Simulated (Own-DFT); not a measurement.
# Computed records: Hf31O64 (monoclinic hafnia with one vacancy, atoms displaced)

A calculation, not a measurement: plane-wave density functional theory by an unreviewed code, no spin, of a simulated periodic cell, stress positive in tension, run twice, with PBE and with PBEsol, both on files made for PBE, so the change isn't that of files made for PBEsol, defect cell not probed for a lower state with spin; a neutral cation vacancy leaves holes that likely carry spin, which this run leaves out; hafnium file: forces about 75 meV/angstrom off all-electron values; oxygen file: force components 24 meV/angstrom off all-electron in one glass; forces on such cells passed a denser k mesh, this cell's mesh not checked; the far tail of each file's local potential was reset to the Coulomb form; each entry is a single point on an unrelaxed cell, so the pressure reflects the starting lattice, mostly measured values (interpolated for alloys), from which strain is counted, and rises with the displacements; printed positions are rounded, which can move forces by about a meV/angstrom; the program, named Own-DFT, is a retired in-house code; no spin-orbit coupling; stress was not checked against mesh or cutoff. Program: Own-DFT development build.

```xyz
95
Lattice="10.2340 0.0000 0.0000 0.0000 10.3500 0.0000 -1.6955 0.0000 10.4453" Properties=species:S:1:pos:R:3:PBE_force_x:R:1:PBE_force_y:R:1:PBE_force_z:R:1:PBEsol_force_x:R:1:PBEsol_force_y:R:1:PBEsol_force_z:R:1 formula=Hf31O64 functional=PBE,then_PBEsol potential_files=PseudoDojo_norm-conserving,scalar-relativistic,standard_set wave_cutoff=72 occupations=Fermi-Dirac smearing_width=0.1 k_mesh=2_x_2_x_2_centred_on_Gamma PBE_pressure=3.99 PBE_stress_xx=-3.91 PBE_stress_yy=-3.95 PBE_stress_zz=-4.11 PBE_stress_yz=0.15 PBE_stress_xz=-0.16 PBE_stress_xy=0.09 PBEsol_pressure=-2.34 PBEsol_stress_xx=2.42 PBEsol_stress_yy=2.34 PBEsol_stress_zz=2.25 PBEsol_stress_yz=0.13 PBEsol_stress_xz=0.2 PBEsol_stress_xy=0.11 rms_change_of_force_components_from_PBE_to_PBEsol=0.045
Hf     1.2254     0.2067     1.0868     -0.145      0.135      0.473     -0.127      0.185      0.428
Hf     3.4447     2.8225     1.5456     -0.284      0.104      0.092     -0.291      0.159      0.119
Hf     3.0574     5.0037     4.1513     -0.353     -0.908      -0.01     -0.344     -0.924      0.009
Hf     0.8053     2.3759     3.7078     -0.193      0.762      0.313     -0.171      0.685      0.298
O      0.0802     1.7418     1.7846      0.232      -0.39      0.196       0.23     -0.366      0.235
O      4.5890     4.3244     0.7944       1.03      0.204      0.311      0.981      0.217      0.247
O      4.2039     3.4658     3.4415     -0.156      0.129     -0.019     -0.164      0.116     -0.072
O     -0.3549     0.8808     4.4370     -0.129     -0.044     -0.741     -0.094     -0.054     -0.666
O      1.9036     3.9209     2.4538     -0.401     -0.482      0.901     -0.324     -0.477       0.86
O      2.7305     1.3165     0.1718      0.645      0.436      -0.21      0.557      0.414     -0.206
O      2.3676     1.2534     2.7941     -0.132      0.256     -0.796     -0.191      0.253     -0.766
O      1.4794     3.8428     5.1172     -0.114     -0.065      -0.28     -0.055     -0.063     -0.275
Hf     0.3580     0.2152     6.2900        0.1      0.093      0.274      0.099       0.15      0.228
Hf     2.6017     2.7466     6.7384      0.455       0.71      0.253      0.471      0.728      0.276
Hf     2.2033     4.9883     9.3918     -0.374     -0.831     -1.087     -0.378     -0.844     -1.029
Hf    -0.0921     2.3767     8.9505      0.613      0.504      -0.57        0.6       0.43     -0.582
O     -0.7132     1.7439     6.9688     -0.828      0.772      0.775     -0.791      0.753      0.806
O      3.7855     4.3304     6.0636     -0.046     -0.134     -0.004     -0.047     -0.112     -0.055
O      3.3880     3.4353     8.5843     -0.488      0.752      0.728     -0.478       0.71      0.661
O     -1.1656     0.8305     9.6407     -0.396     -0.008     -0.273     -0.371     -0.011     -0.208
O      1.0304     3.9621     7.7496     -0.132     -0.624      0.306     -0.068     -0.606      0.293
O      1.9398     1.3688     5.3225     -0.115     -0.681      0.094     -0.182     -0.663      0.085
O      1.5186     1.2334     7.9667     -0.151      0.556      0.145     -0.208      0.543      0.145
O      0.6381     3.8524    10.4097     -0.507      -0.41     -1.317     -0.434      -0.39     -1.265
Hf     1.2121     5.3590     1.0774      0.075      0.389      0.742      0.082      0.408      0.697
Hf     3.4598     7.9987     1.4695      0.387     -0.603      0.983      0.379     -0.527      0.989
Hf     3.0285    10.1720     4.1254      1.813     -0.228        1.5      1.763      -0.26      1.479
Hf     0.8425     7.6128     3.7022     -0.425     -1.727     -0.622     -0.416     -1.733     -0.622
O      0.0234     6.9047     1.7975      0.417      0.013      0.297       0.41      0.033      0.331
O      4.6397     9.4680     0.8019      0.343      0.444      0.173      0.311      0.437      0.122
O      4.1566     8.6299     3.4180       0.52     -0.295      0.046      0.492     -0.295      -0.02
O     -0.3387     6.0515     4.4263     -0.024      0.743     -0.537     -0.012      0.705      -0.47
O      1.9363     9.1088     2.4656     -0.812     -0.284       0.18     -0.732     -0.282       0.17
O      2.8052     6.4990     0.0690       0.14      0.402      0.302      0.081      0.386      0.283
O      2.4099     6.3420     2.7039     -0.655      1.493     -0.206     -0.697      1.451      -0.19
O      1.4749     9.0421     5.1109     -0.277     -0.173     -0.324     -0.216     -0.172     -0.321
Hf     0.3679     5.3799     6.2945      0.782     -0.387      0.167      0.762     -0.329      0.139
Hf     2.5768     8.0027     6.7264      1.046      0.129      0.412      1.017      0.207      0.418
Hf     2.1497    10.1613     9.3849      0.977        0.3     -0.634      0.945      0.237     -0.607
Hf    -0.0127     7.5593     8.9361     -0.059     -0.383     -0.522     -0.048     -0.425      -0.53
O     -0.7615     6.8432     7.0597     -0.658        0.9      0.219     -0.626      0.891      0.256
O      3.7946     9.4724     6.0808     -0.927     -0.167     -0.537     -1.083     -0.248     -0.592
O      3.3083     8.6740     8.6592      0.575     -0.913     -0.108      0.545     -0.898      -0.15
O     -1.2040     6.0698     9.6864     -0.391     -0.131     -0.628     -0.372     -0.147     -0.566
O      1.0772     9.1134     7.7188     -0.922     -0.274     -0.083     -0.829     -0.277     -0.078
O      1.9411     6.4905     5.3284      0.298      0.779     -0.095      0.229      0.755     -0.095
O      1.5474     6.4139     7.9372      0.046      0.532      0.224     -0.023      0.526      0.228
O      0.6278     9.0279    10.3263      -0.44     -0.209      0.046     -0.362     -0.198      0.045
Hf     6.3937     0.2375     1.1037     -0.964      0.094     -0.685     -0.916      0.137     -0.686
Hf     8.5975     2.7657     1.5013     -0.755      1.063      0.699     -0.751      1.077      0.695
Hf     8.1456     4.9823     4.1019     -0.193     -0.298       0.56     -0.194     -0.356       0.56
Hf     5.9141     2.3662     3.7059      0.527     -0.059      1.533      0.506     -0.123      1.475
O      5.1320     1.7471     1.8601      0.648     -1.007       -0.6       0.64     -0.958     -0.528
O      9.7498     4.2585     0.8091      0.444      0.729     -0.258      0.432      0.726      -0.29
O      9.2829     3.5110     3.4513      1.238     -1.266     -0.461      1.193     -1.237     -0.491
O      4.7693     0.8701     4.4241     -0.552      0.387     -0.935     -0.582      0.421     -0.985
O      7.0553     3.9795     2.5051     -0.658     -0.741     -0.512     -0.569     -0.709     -0.499
O      7.9226     1.3438     0.1428      0.064     -0.542     -0.335          0     -0.526     -0.304
O      7.4904     1.2883     2.6708      0.081     -0.464      0.407      0.013     -0.452      0.368
O      6.5718     3.8942     5.1340      0.086     -0.185     -0.491      0.152     -0.169     -0.474
Hf     7.7367     2.8443     6.7029      -1.33     -1.743     -0.236     -1.315     -1.653      -0.22
Hf     7.2952     5.0151     9.3460       0.05      -1.09      0.643      0.034     -1.119      0.639
Hf     5.1056     2.4119     8.9087      0.198     -1.369      -1.04      0.197     -1.373     -1.052
O      4.3641     1.7376     6.9901     -0.658      0.583      0.144     -0.742      0.719      0.258
O      8.8889     4.3289     6.0012      0.151     -0.031      0.425      0.144     -0.017      0.363
O      8.3537     3.4089     8.6573      1.295      -0.16      0.261      1.258     -0.159      0.202
O      3.8780     0.9330     9.6422     -0.043     -0.143      0.593     -0.032     -0.161      0.625
O      6.1687     3.9468     7.7125      -0.28      0.048      0.079      -0.21      0.056      0.076
O      7.0484     1.3508     5.3481       1.02       0.77     -0.948      1.015      0.841     -0.978
O      6.6557     1.2380     7.9966      0.791      0.965      0.645       0.75      0.992      0.731
O      5.7680     3.8192    10.3508      -0.29       0.67     -0.238     -0.214      0.659     -0.236
Hf     6.3764     5.4222     1.0590     -0.456      -0.83      1.035     -0.426     -0.756      0.999
Hf     8.5378     7.9965     1.5145      0.259     -0.554     -0.335      0.262     -0.489     -0.307
Hf     8.1676    10.0620     4.0658     -2.215      2.221      2.267     -2.183      2.089      2.252
Hf     5.9487     7.5214     3.7051     -0.666      1.307      0.775     -0.632      1.229      0.739
O      5.1679     6.9098     1.8417       0.19     -0.293     -0.769      0.199     -0.268     -0.704
O      9.7256     9.4562     0.8049      0.231       0.32      0.259      0.211      0.323      0.205
O      9.2731     8.6323     3.3994      1.722     -1.239     -0.294      1.669     -1.216     -0.335
O      4.7799     6.0217     4.3905      0.129      0.275      0.322      0.129      0.259      0.359
O      7.0000     9.1171     2.5165     -0.208     -0.247     -0.796     -0.125      -0.24      -0.78
O      7.8857     6.5499     0.1149      0.487     -0.442     -0.206      0.407      -0.44     -0.196
O      7.4608     6.3616     2.7120      0.223      1.564     -0.196      0.147      1.522      -0.19
O      6.6474     9.0321     5.1066      0.233      -1.37     -0.885      0.383     -1.414     -0.937
Hf     5.5195     5.4384     6.3421      0.103     -1.518     -0.719      0.111     -1.449     -0.713
Hf     7.7521     7.9740     6.7519     -1.331      1.853     -0.337     -1.309      1.849     -0.322
Hf     7.3142    10.1249     9.3650     -1.709       0.25     -1.315     -1.692      0.188     -1.285
Hf     5.0566     7.5398     8.8813      0.257       1.75     -0.139      0.278      1.683     -0.152
O      4.3555     6.8627     7.0341     -1.103      0.974      0.075     -1.051      0.953      0.127
O      8.8788     9.4703     5.9442      1.164     -0.312      0.938       1.13     -0.287      0.858
O      8.4503     8.6418     8.6561      1.103     -0.715     -0.225      1.073     -0.709     -0.259
O      3.9464     6.0353     9.6380     -0.612     -0.273     -0.142     -0.593     -0.285     -0.084
O      6.1435     9.1376     7.8061      1.003     -1.525      0.028      1.099     -1.588      0.143
O      7.0625     6.5553     5.3624      0.196     -0.338     -0.272      0.121     -0.337      -0.26
O      6.6644     6.3766     7.9522      0.008      1.037     -0.102     -0.059      0.996     -0.097
O      5.6878     8.9891    10.2870      0.163      0.712      1.238      0.222      0.697      1.214
```

Units: wave_cutoff in hartree; smearing_width in eV; PBE_pressure, PBE_stress_xx, PBE_stress_yy, PBE_stress_zz, PBE_stress_yz, PBE_stress_xz, PBE_stress_xy, PBEsol_pressure, PBEsol_stress_xx, PBEsol_stress_yy, PBEsol_stress_zz, PBEsol_stress_yz, PBEsol_stress_xz, PBEsol_stress_xy in GPa; rms_change_of_force_components_from_PBE_to_PBEsol, PBE_force_x, PBE_force_y, PBE_force_z, PBEsol_force_x, PBEsol_force_y, PBEsol_force_z in eV/Å.
